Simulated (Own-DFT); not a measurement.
Si3N4 (beta silicon nitride, atoms displaced) (calculated)

Computed with Own-DFT development build. A calculation, not a measurement: plane-wave PBE density functional theory by an unreviewed code, no spin, of a simulated periodic cell, stress positive in tension, free energy of the whole cell less one offset for each atom, forces on such cells passed a denser k mesh, this cell's mesh not checked; offsets are fitted by least squares, one for each functional and potential file, so energies compare only between cells with the same atoms and settings and are not formation energies; the far tail of each file's local potential was reset to the Coulomb form; each entry is a single point on an unrelaxed cell, so the pressure reflects the starting lattice, mostly measured values (interpolated for alloys), from which strain is counted, and rises with the displacements; printed positions are rounded, which can move forces by about a meV/angstrom; the program, named Own-DFT, is a retired in-house code; no spin-orbit coupling.

Common to all runs: functional PBE; potential files PseudoDojo norm-conserving, scalar-relativistic, standard set; wave cutoff 42 hartree; occupations Fermi-Dirac; smearing width 0.1 eV; k mesh 3 x 3 x 3 centred on Gamma.

(1) 
```xyz
42
Lattice="7.6060 0.0000 0.0000 -3.8030 6.5870 0.0000 0.0000 0.0000 8.7270" Properties=species:S:1:pos:R:3:force_x:R:1:force_y:R:1:force_z:R:1 formula=Si3N4 free_energy_of_cell_above_offsets=-7.204 pressure=5.62 stress_xx=-4.47 stress_yy=-5.1 stress_zz=-7.28 stress_yz=-0.51 stress_xz=0.09 stress_xy=0.6
Si    -1.5774     5.0610     0.7190     -1.101     -0.407      0.737
Si     0.2284     2.6706     0.7279     -0.587     -0.023      0.515
Si     1.3480     5.4394     0.7380      0.772     -0.283       0.48
Si     5.4109     1.5220     2.1848     -0.738     -0.268     -0.298
Si     3.5587     3.9395     2.1840      1.598      -1.47      0.056
Si     2.4144     1.1591     2.1487      1.296     -0.152       1.41
N      2.3974     0.1924     0.7141     -0.113      0.059        0.1
N      6.2159     1.9760     0.7102       1.15      0.105      0.379
N      2.7887     4.3921     0.7528     -1.296      0.906     -1.349
N      1.4209     6.3717     2.2145      0.073      0.609     -1.465
N     -2.4203     4.5734     2.1940      -0.05       0.53      -0.64
N      1.0346     2.1810     2.2168     -0.247     -0.099     -1.854
N     -0.0227     4.3787     0.7348      0.995      0.046     -0.125
N      3.8341     2.1967     2.1743     -1.247      0.181      -0.15
Si    -1.6212     5.0646     3.6408      1.754      0.551     -0.656
Si     0.1983     2.6675     3.6042     -0.355      1.075      1.362
Si     1.4078     5.4155     3.6232     -1.145      0.613      0.887
Si     5.4031     1.5166     5.0893      -1.28     -0.684      -0.85
Si     3.5603     3.9252     5.1185      0.786     -0.898     -1.441
Si     2.4219     1.1478     5.0878     -0.674     -0.343     -0.748
N      2.4283     0.2131     3.6283     -0.564     -0.403     -0.523
N      6.2081     1.9756     3.6218      0.802      0.293      0.406
N      2.7657     4.4135     3.6016      0.904     -0.469      1.632
N      1.3850     6.3627     5.0706      0.677      0.491       1.01
N     -2.4109     4.6414     5.0798     -1.926     -0.921      0.664
N      0.9924     2.1608     5.0632      0.401     -0.371      0.568
N      0.0275     4.4156     3.6354     -1.271     -1.159     -0.224
N      3.7657     2.1577     5.0797      1.341      2.053      0.249
Si    -1.6459     5.0568     6.5582      2.373      0.286     -0.639
Si     0.2405     2.6625     6.5446     -1.011      0.411     -0.562
Si     1.4000     5.4523     6.5940     -1.254     -0.461     -2.265
Si     5.4146     1.5157     7.9993     -1.224      0.612     -0.313
Si     3.5682     3.8662     8.0020      0.507       1.74      0.574
Si     2.4017     1.1519     8.0127       1.13      -0.49     -1.126
N      2.4308     0.2026     6.5169     -0.586     -0.233      1.429
N      6.1765     1.9877     6.5203      1.738      0.404      1.049
N      2.7753     4.4201     6.5558      0.339     -0.077      0.442
N      1.3993     6.3875     8.0020      0.112       0.28      0.952
N     -2.4140     4.6062     8.0006      -1.26     -0.405       0.35
N      1.0483     2.1877     8.0166     -0.721      0.013     -0.357
N      0.0270     4.3748     6.5299     -0.896      0.453      0.516
N      3.7779     2.2197     8.0220      0.799     -2.092     -0.182
```

Units: free_energy_of_cell_above_offsets in eV; pressure, stress_xx, stress_yy, stress_zz, stress_yz, stress_xz, stress_xy in GPa; force_x, force_y, force_z in eV/Å.

(2) 
```xyz
42
Lattice="7.6060 0.0000 0.0000 -3.8030 6.5870 0.0000 0.0000 0.0000 8.7270" Properties=species:S:1:pos:R:3:force_x:R:1:force_y:R:1:force_z:R:1 formula=Si3N4 free_energy_of_cell_above_offsets=-7.217 pressure=5.46 stress_xx=-3.86 stress_yy=-5.53 stress_zz=-6.99 stress_yz=-0.12 stress_xz=0.82 stress_xy=0.91
Si    -1.5851     5.0867     0.7361      0.421      -1.62     -0.392
Si     0.1954     2.6544     0.7301      0.341      1.269      0.811
Si     1.4097     5.4733     0.6976     -0.703     -1.836      1.473
Si     5.3958     1.5236     2.1759     -0.075      0.302      0.752
Si     3.5689     3.9326     2.2046      0.432     -0.964     -1.227
Si     2.3924     1.1029     2.2053      1.391      1.386     -0.528
N      2.4042     0.1783     0.7148     -0.095      1.161      0.506
N      6.2291     1.9675     0.7421     -0.118     -0.323     -0.831
N      2.7622     4.3749     0.6970      0.228      0.691      0.759
N      1.4026     6.3953     2.1588      0.225     -0.489      0.691
N     -2.4159     4.6201     2.1939     -1.115     -0.143     -0.853
N      1.0484     2.1773     2.1934     -0.561      0.016      -0.33
N      0.0200     4.4023     0.7119     -0.223     -0.111      0.284
N      3.8186     2.1997     2.2138     -1.089      -0.22     -0.259
Si    -1.6217     5.0721     3.6123      1.207     -0.434      1.132
Si     0.2198     2.6791     3.6340       0.23      0.681     -0.028
Si     1.3845     5.4008     3.6419     -1.339      1.376     -0.252
Si     5.4234     1.5241     5.1036     -0.411     -0.068     -0.873
Si     3.5813     3.9086     5.0751      0.971     -0.343     -0.012
Si     2.4101     1.1228     5.0954      0.975      1.144     -0.459
N      2.3909     0.1873     3.6533     -0.204      0.039     -0.334
N      6.2627     2.0115     3.6205     -1.011     -0.976      0.486
N      2.7453     4.4096     3.6334      1.016     -0.386      0.143
N      1.4099     6.3615     5.1002      0.391      0.799      0.097
N     -2.3871     4.6108     5.0773     -1.981     -0.447      0.099
N      1.0316     2.1793     5.0859      0.266     -0.415     -0.015
N     -0.0207     4.4042     3.6709      0.469     -0.355     -0.497
N      3.8156     2.1909     5.0477      -0.25     -0.245        0.3
Si    -1.6115     5.0541     6.5481      0.562      0.118     -0.141
Si     0.2509     2.6429     6.5369     -0.877      1.469       0.76
Si     1.4008     5.4687     6.5956     -1.108     -2.574     -2.442
Si     5.4140     1.4849     7.9850     -0.793      1.874      0.739
Si     3.5993     3.9032     7.9909      0.201      0.446     -0.015
Si     2.4099     1.1465     8.0106      0.589      0.664     -0.518
N      2.4378     0.2057     6.5202     -0.549     -0.365      1.398
N      6.2388     1.9784     6.5666       0.36     -0.419     -0.472
N      2.7830     4.3557     6.5227     -0.772      1.151      0.741
N      1.3963     6.3755     7.9974      0.336      1.052      0.251
N     -2.4057     4.5946     8.0070     -0.754      0.264      0.117
N      1.0136     2.1909     8.0441      0.614     -0.914      -1.33
N     -0.0495     4.3771     6.5512      2.264      0.098      0.139
N      3.7976     2.2310     7.9861      0.539     -2.354      0.128
```

Units: free_energy_of_cell_above_offsets in eV; pressure, stress_xx, stress_yy, stress_zz, stress_yz, stress_xz, stress_xy in GPa; force_x, force_y, force_z in eV/Å.

(3) 
```xyz
42
Lattice="7.6060 0.0000 0.0000 -3.8030 6.5870 0.0000 0.0000 0.0000 8.7270" Properties=species:S:1:pos:R:3:force_x:R:1:force_y:R:1:force_z:R:1 formula=Si3N4 free_energy_of_cell_above_offsets=-7.383 pressure=5.45 stress_xx=-4.28 stress_yy=-4.64 stress_zz=-7.43 stress_yz=-0.29 stress_xz=-0.59 stress_xy=-0.33
Si    -1.5846     5.0917     0.6921      0.206     -1.419      1.468
Si     0.2192     2.6496     0.7302     -0.723      0.744      0.178
Si     1.3895     5.4505     0.7444     -0.403     -1.433     -0.405
Si     5.3887     1.5306     2.1749      0.617     -0.802      0.174
Si     3.6043     3.8787     2.1878     -0.503      0.768     -0.076
Si     2.4541     1.1576     2.1461     -0.393      0.301      1.362
N      2.4246     0.2161     0.7285     -0.299     -0.575      -0.65
N      6.2164     1.9774     0.7404      0.597     -0.138     -0.623
N      2.7857     4.3936     0.7498     -0.046      0.221     -1.017
N      1.3814     6.3796     2.1706      0.169      0.726      0.336
N     -2.4465     4.6133     2.1733       0.46      0.502     -0.271
N      1.0226     2.1778     2.1723      0.974     -0.914      0.116
N     -0.0101     4.3528     0.7517      0.374      1.322     -0.336
N      3.8336     2.1816     2.1752     -1.105      0.224       0.01
Si    -1.6196     5.0849     3.6224      0.858     -0.942      0.381
Si     0.2606     2.6270     3.6497     -2.045      1.635     -0.752
Si     1.3671     5.4321     3.6239     -0.294     -0.173     -0.177
Si     5.4071     1.5357     5.0859     -0.037     -0.788      0.055
Si     3.5651     3.9385     5.1094      0.996     -0.954     -1.623
Si     2.4240     1.1418     5.1009      0.552       0.64     -0.665
N      2.4123     0.2135     3.6283     -0.312      0.154     -0.075
N      6.1970     1.9592     3.6245      1.796      0.546      0.196
N      2.7543     4.4093     3.6225      0.892     -0.506      0.396
N      1.4263     6.3603     5.0710     -0.031        0.9       0.68
N     -2.4158     4.6007     5.1271     -0.631      0.259     -1.143
N      1.0222     2.2040     5.1023      1.103     -1.219      0.501
N      0.0020     4.3906     3.6054     -0.607     -0.688      0.303
N      3.8258     2.1897     5.0751     -1.062      0.422      0.318
Si    -1.6246     5.0917     6.5592      1.555      -1.84     -0.376
Si     0.2314     2.6401     6.5774     -0.832      1.361     -1.051
Si     1.3470     5.4323     6.5381      0.559      -0.39     -0.094
Si     5.4034     1.5256     7.9963     -0.116     -0.089      0.163
Si     3.5815     3.9201     7.9616      0.317     -0.388      1.906
Si     2.4275     1.1263     7.9989      0.285      1.349     -0.185
N      2.4303     0.1792     6.5421     -0.312      1.059      0.343
N      6.2562     1.9621     6.5441     -0.372     -0.347       0.13
N      2.8088     4.3930     6.5328     -1.659       1.15      0.572
N      1.4069     6.3736     8.0012      0.073      0.297     -0.168
N     -2.3961     4.5745     8.0009     -0.888      0.381     -0.186
N      1.0253     2.2145     7.9976      1.324      -1.56      0.649
N      0.0096     4.3611     6.5458     -0.783      0.552      0.096
N      3.8063     2.1999     8.0300     -0.256     -0.346      -0.46
```

Units: free_energy_of_cell_above_offsets in eV; pressure, stress_xx, stress_yy, stress_zz, stress_yz, stress_xz, stress_xy in GPa; force_x, force_y, force_z in eV/Å.

(4) 
```xyz
42
Lattice="7.6060 0.0000 0.0000 -3.8030 6.5870 0.0000 0.0000 0.0000 8.7270" Properties=species:S:1:pos:R:3:force_x:R:1:force_y:R:1:force_z:R:1 formula=Si3N4 free_energy_of_cell_above_offsets=-6.709 pressure=5.96 stress_xx=-4.96 stress_yy=-3.93 stress_zz=-9 stress_yz=-0.27 stress_xz=1.26 stress_xy=-0.48
Si    -1.6144     5.0993     0.7434      1.032     -0.006     -1.355
Si     0.1968     2.6561     0.6949     -0.001      0.951      1.024
Si     1.3870     5.4100     0.6982      0.306     -0.048      0.547
Si     5.4390     1.5033     2.1894     -2.561      0.696     -0.663
Si     3.5844     3.9474     2.2199      1.232     -2.564     -2.788
Si     2.3567     1.1571     2.1774      3.104      0.553       -0.1
N      2.3867     0.2544     0.7301     -0.402     -1.907     -0.402
N      6.2106     1.9873     0.7168      0.715     -0.022      0.787
N      2.8186     4.3747     0.6891     -1.337      1.437       1.72
N      1.3665     6.3947     2.1394      0.742     -1.045      0.729
N     -2.3867     4.6000     2.1738     -1.519     -0.297     -0.161
N      1.0399     2.1618     2.1740     -2.476      1.432      -0.37
N      0.0042     4.4069     0.7237     -0.667     -0.735      0.098
N      3.7925     2.1840     2.1937      0.446       0.59     -0.064
Si    -1.6249     5.0178     3.6115      1.017       2.11      1.275
Si     0.2087     2.6785     3.5942      0.072       0.18      1.703
Si     1.3608     5.4194     3.6130      0.717      0.765      0.336
Si     5.4188     1.4879     5.0691     -1.013      0.888      1.536
Si     3.6052     3.9061     5.0995     -1.298     -1.182      0.056
Si     2.4111     1.1194     5.1008      0.506      2.288     -1.405
N      2.4227     0.2587     3.6040     -0.838     -2.858       1.15
N      6.1878     1.9925     3.6381      1.869      0.332     -0.449
N      2.8120     4.3804     3.6019     -1.927      1.652      2.054
N      1.3877     6.3739     5.1131      0.374       -0.1     -1.462
N     -2.4460     4.5706     5.0955      0.702      0.912     -0.933
N      1.0094     2.2019     5.1163      0.421     -0.638     -1.336
N     -0.0128     4.4276     3.6586     -0.118     -1.552     -0.404
N      3.8233     2.1886     5.1189     -0.619     -0.239     -0.149
Si    -1.6418     5.0533     6.5254      1.963      0.093       0.34
Si     0.2067     2.6744     6.5556     -0.394      0.055      0.231
Si     1.3912     5.4847     6.5653     -1.112     -1.896     -0.492
Si     5.3732     1.5075     8.0407     -0.136      0.926     -1.689
Si     3.5914     3.9480     7.9884      0.116     -1.674     -0.741
Si     2.4228     1.1162     7.9759      0.198       2.01      0.519
N      2.4044     0.2250     6.5145     -0.456     -2.049      0.925
N      6.2136     1.9858     6.5477      0.106     -0.526      0.328
N      2.7574     4.4209     6.5386      0.464      0.131     -0.038
N      1.3723     6.3875     8.0080      0.279      0.127      0.224
N     -2.4430     4.6247     7.9753       0.39      0.552       0.93
N      1.0024     2.1713     8.0327      0.853     -0.723     -1.474
N     -0.0083     4.3730     6.5460     -0.165      1.507      0.088
N      3.8034     2.2047     8.0024     -0.586     -0.126     -0.127
```

Units: free_energy_of_cell_above_offsets in eV; pressure, stress_xx, stress_yy, stress_zz, stress_yz, stress_xz, stress_xy in GPa; force_x, force_y, force_z in eV/Å.

(5) 
```xyz
42
Lattice="7.6060 0.0000 0.0000 -3.8030 6.5870 0.0000 0.0000 0.0000 8.7270" Properties=species:S:1:pos:R:3:force_x:R:1:force_y:R:1:force_z:R:1 formula=Si3N4 free_energy_of_cell_above_offsets=-7.438 pressure=5.43 stress_xx=-4.8 stress_yy=-5.33 stress_zz=-6.18 stress_yz=0.53 stress_xz=0.61 stress_xy=-1.06
Si    -1.6398     5.0825     0.7404      1.553     -0.385     -0.409
Si     0.2119     2.6777     0.7216      0.218     -0.112     -0.354
Si     1.3792     5.4260     0.7133     -0.272      0.556     -0.053
Si     5.3869     1.5218     2.2134     -0.276       0.73     -1.111
Si     3.5601     3.9412     2.1788      1.459      -1.23     -0.035
Si     2.4082     1.2023     2.2089      0.289     -1.233     -1.221
N      2.4077     0.1819     0.7396     -0.238       1.28      0.109
N      6.2315     1.9728     0.7412     -0.004     -0.102     -0.096
N      2.7816     4.3821     0.7055     -0.739      1.077      1.139
N      1.4106     6.4111     2.2015      0.267      -1.09     -1.268
N     -2.4075     4.6179     2.1889     -1.336     -0.348      0.301
N      1.0079     2.1991     2.1974      0.293     -0.328     -0.642
N      0.0061     4.3872     0.7062     -0.672      0.305      0.135
N      3.7936     2.1877     2.1621      0.295       1.09      0.123
Si    -1.5973     5.0799     3.6580      0.707     -0.139     -0.399
Si     0.2181     2.6586     3.6344     -0.579       1.11      0.202
Si     1.4057     5.4298     3.5887     -0.745     -0.447      1.899
Si     5.4276     1.5126     5.0695     -1.342      0.044      0.308
Si     3.6040     3.9082     5.1115     -0.676     -0.307      0.153
Si     2.3971     1.1713     5.0925       1.22      0.019      0.072
N      2.4326     0.2229     3.6175     -0.595     -0.237      0.937
N      6.2191     2.0007     3.6234      0.569     -0.127      0.443
N      2.7873     4.3559     3.6383     -0.681       1.05      0.095
N      1.3857     6.3911     5.0884      0.479     -0.394     -0.925
N     -2.4320     4.5898     5.0943      0.422      0.601      0.088
N      1.0061     2.2086     5.0886      0.242     -0.779      0.215
N      0.0032     4.3826     3.6500      0.073      0.399     -0.242
N      3.8300     2.2130     5.0896     -0.556     -0.891     -0.051
Si    -1.6048     5.0485     6.5553      0.833      0.503     -0.822
Si     0.1690     2.6487     6.5492      1.104      0.895      0.166
Si     1.3579     5.4520     6.5337      0.642     -0.838     -0.233
Si     5.4171     1.5078     8.0042      -1.66      0.649      0.326
Si     3.6081     3.9454     8.0249     -0.659     -1.366     -1.631
Si     2.4242     1.1366     7.9904      0.261     -0.087      0.337
N      2.4178     0.1878     6.5351     -0.335       0.14      -0.18
N      6.2179     1.9293     6.5441      0.601      0.491     -0.056
N      2.7608     4.3733     6.5595     -0.155      0.851     -0.201
N      1.4098     6.3915     7.9723      0.075      -0.35      0.978
N     -2.4409     4.6466     7.9779     -0.042     -0.208      1.087
N      1.0443     2.1626     7.9799     -1.206      0.246      0.481
N      0.0038     4.3971     6.5432     -0.794     -0.767      0.122
N      3.7582     2.2122     7.9894      1.959     -0.274      0.209
```

Units: free_energy_of_cell_above_offsets in eV; pressure, stress_xx, stress_yy, stress_zz, stress_yz, stress_xz, stress_xy in GPa; force_x, force_y, force_z in eV/Å.

(6) 
```xyz
42
Lattice="7.6060 0.0000 0.0000 -3.8030 6.5870 0.0000 0.0000 0.0000 8.7270" Properties=species:S:1:pos:R:3:force_x:R:1:force_y:R:1:force_z:R:1 formula=Si3N4 free_energy_of_cell_above_offsets=-7.540 pressure=5.37 stress_xx=-5.01 stress_yy=-5.98 stress_zz=-5.11 stress_yz=-0.24 stress_xz=-0.06 stress_xy=0.28
Si    -1.5980     5.0812     0.7263     -0.111     -0.298      0.094
Si     0.2026     2.7051     0.7726      0.702     -1.048     -1.471
Si     1.4036     5.4739     0.7389     -0.501     -2.253     -1.359
Si     5.4024     1.5028     2.2013     -0.532      0.468     -1.065
Si     3.6078     3.9189     2.1890     -0.607     -1.012     -0.883
Si     2.4486     1.1453     2.1816       -0.1      0.039      0.109
N      2.3845     0.2197     0.7232     -0.085     -0.637      0.049
N      6.2323     1.9625     0.7459       0.23      0.004      -0.03
N      2.7720     4.3629     0.7111     -0.209      0.971      0.708
N      1.3877     6.3744     2.1367      0.338      0.315      2.474
N     -2.4336     4.5891     2.1991      0.582      0.598     -0.733
N      1.0770     2.1903     2.1822     -1.036      0.274      0.564
N     -0.0237     4.3822     0.7469      0.754       1.42      0.002
N      3.8045     2.1855     2.1704       0.66      0.281      0.242
Si    -1.5922     5.0529     3.6206      0.093      0.515      0.722
Si     0.2382     2.6676     3.6547      0.046     -0.152     -0.683
Si     1.4012     5.4071     3.6439     -0.351      0.734     -0.527
Si     5.3953     1.5214     5.0670     -0.253       1.03      1.203
Si     3.5548     3.9283     5.1085      1.255     -0.536     -0.213
Si     2.4342     1.1632     5.0992       0.76     -1.188      0.039
N      2.4214     0.2035     3.6412     -0.109     -0.373     -0.115
N      6.2213     1.9657     3.6251      1.128      0.249      0.476
N      2.8021     4.3898     3.6300     -0.824      0.766      0.283
N      1.3986     6.4056     5.1047      0.253     -0.603     -1.042
N     -2.4297     4.6159     5.0784     -0.378     -0.133      0.268
N      1.0712     2.1515     5.0892     -1.805       1.02     -0.034
N      0.0081     4.3946     3.6369      0.103     -0.558      0.175
N      3.7920     2.2101     5.0885      0.676     -0.128          0
Si    -1.5890     5.0420     6.5450     -0.125      0.492     -0.178
Si     0.2157     2.6627     6.5293      0.536      0.451      0.642
Si     1.3882     5.4733     6.5335     -0.492     -1.299      1.076
Si     5.3932     1.5185     8.0039     -0.288      1.017      0.314
Si     3.6143     3.9128     7.9976     -1.022     -0.246      0.027
Si     2.3973     1.1502     7.9896      0.479      0.739      0.288
N      2.3921     0.2017     6.5629      0.032     -0.498     -0.642
N      6.2420     1.9915     6.5667     -0.622     -0.527     -1.114
N      2.7541     4.3699     6.5497     -0.278          1      0.063
N      1.4124     6.4020     8.0101      0.059     -0.461     -0.428
N     -2.4324     4.5989     7.9991       0.45      0.479       0.08
N      1.0435     2.2053     7.9718      -0.86      0.062      1.148
N     -0.0048     4.3889     6.5688      0.716      0.264     -0.429
N      3.7838     2.2186     8.0008      0.735     -1.234     -0.101
```

Units: free_energy_of_cell_above_offsets in eV; pressure, stress_xx, stress_yy, stress_zz, stress_yz, stress_xz, stress_xy in GPa; force_x, force_y, force_z in eV/Å.
